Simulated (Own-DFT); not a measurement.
# A layer strained by its substrate: wurtzite AlN, 72 atoms (Al36N36)

No measurement is shown. These are fixed-geometry runs of a retired plane-wave code named Own-DFT, which no person has reviewed; spin and spin-orbit coupling are neglected.

Common settings: PBE; PseudoDojo norm-conserving scalar-relativistic files; cutoff 42 hartree; 4 x 4 x 3 k mesh centred on Gamma; Gaussian smearing of 0.01 eV.

Keep in mind: k mesh not checked against a denser one; stress not checked against mesh or cutoff.

Unstrained cell vectors in Å: (9.336, 0.000, 0.000); (-4.668, 8.085, 0.000); (0.000, 0.000, 9.964). The unstrained cell has measured lattice constants (interpolated for alloys), not those of this functional. That, the random moves and any unrelaxed bonds set the pressure at no strain. Each run strains x and y alike by e, as a substrate would, and holds the height along z. Each atom got a random Gaussian move of width 0.05 Å along each axis. Stress is positive in tension.

```
e (%)  u (Å)  (s_xx + s_yy)/2 (GPa)  s_zz (GPa)
-3.00  0.047                 -25.51      -11.10
-2.50  0.050                 -22.98       -7.47
-2.25  0.051                 -21.41       -7.52
-0.25  0.049                      ?           ?
 0.75  0.050                  -0.66       -5.63
 1.25  0.051                   1.44       -4.84
 1.50  0.048                   2.16       -2.38
 1.75  0.048                   4.14       -2.97
 2.25  0.047                   6.56       -4.08
 3.00  0.051                   9.22       -2.11
```

## Fit

With e as a fraction, the in-plane stress is -5.6 + 599 e - 3186 e² GPa (errors 10 and 773, scatter 0.64), and s_zz is -5.7 + 120 e GPa (slope ± 19, scatter 1.22). At e = 0 the first slope is C11 + C12 and the second 2 C13, both with the ions held to the strained lattice and at the cell's own pressure. The term in e² is negative: the layer stiffens under compression and softens under tension. A free layer would change its height as e changes, and the in-plane slope would drop by 2 C13²/C33 to the biaxial modulus. At fixed height, a misfit of 1 % moves the in-plane stress by about 6.0 GPa and s_zz by 1.2 GPa.

## Prediction

Q: what are the two stresses at e = -0.25 %?

Estimate: -7.1 and -6.0 GPa. The hidden result is -6.86 and -5.63 GPa.
